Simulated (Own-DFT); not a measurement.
# How strain changes the stress of diamond-structure GeSn with randomly placed atoms, 64 atoms (Ge56Sn8)

These are calculations, not measurements. They come from Own-DFT, an in-house plane-wave density functional program, since retired, whose code no person has reviewed. Each row is one single-point run on a periodic cell that was not relaxed, without spin or spin-orbit coupling.

Settings of every run: PBE; PseudoDojo norm-conserving scalar-relativistic files; cutoff 49 hartree; 3 x 3 x 3 k mesh centred on Gamma; Fermi-Dirac smearing of 0.1 eV.

Known limits: forces on such cells moved up to 12 meV/angstrom on a denser k mesh; stress not checked against mesh or cutoff.

Unstrained cell vectors in Å: (11.524, 0.000, 0.000); (0.000, 11.524, 0.000); (0.000, 0.000, 11.524). The unstrained cell has measured lattice constants (interpolated for alloys), not those of this functional. That, the random moves and any unrelaxed bonds set the pressure at no strain. Each run strains this cell uniformly, with the atoms carried along. Every atom was also moved at random, by a Gaussian of width 0.05 Å on each axis. The random placing of the alloy's atoms differs from row to row. Strain is the symmetric tensor, in per cent. Stress is positive in tension, and the pressure is minus a third of its trace.

| run | e_xx (%) | e_yy (%) | e_zz (%) | s_xx (GPa) | s_yy (GPa) | s_zz (GPa) | P (GPa) | E (meV/atom) |
|---|---|---|---|---|---|---|---|---|
| 1 | -2.00 | -2.00 | 0.00 | -9.18 | -9.15 | -7.88 | 8.74 | 91.1 |
| 2 | 3.00 | 3.00 | 0.00 | -0.60 | -0.57 | -2.19 | 1.12 | 0.0 |
| 3 | 2.75 | 2.75 | 0.00 | -0.92 | -0.91 | -2.45 | 1.43 | 0.6 |
| 4 | -1.75 | -1.75 | 0.00 | -8.53 | -8.50 | -7.63 | 8.22 | 76.9 |
| 5 | 2.50 | 2.50 | 0.00 | -1.44 | -1.44 | -2.54 | 1.81 | 8.5 |
| 6 | -2.50 | -2.50 | 0.00 | -10.22 | -10.23 | -8.81 | 9.76 | 106.1 |
| 7 | 0.75 | 0.75 | 0.00 | -3.98 | -3.96 | -4.39 | 4.11 | 28.4 |
| 8 | 1.50 | 1.50 | 0.00 | -2.79 | -2.77 | -3.39 | 2.99 | 8.7 |
| 9 | 1.00 | 1.00 | 0.00 | ? | ? | ? | ? | ? |

E is the free energy for each atom above the lowest run shown.

## Worked fit

The change of volume is close to e_xx + e_yy + e_zz. A straight line through the runs shown gives P = 5.63 - 78 x (fractional change of volume) GPa, with an error of 2 on the slope and a scatter of 0.25 GPa. The strain isn't the same on all axes, but the crystal is cubic, so the slope still estimates the bulk modulus, averaged over pressures from 1.1 to 9.8 GPa.

## Withheld run

Question: what pressure should run 9 give? Its volume changes by 2.01 %.

The line gives 4.1 GPa. The calculation gave 3.84 GPa.
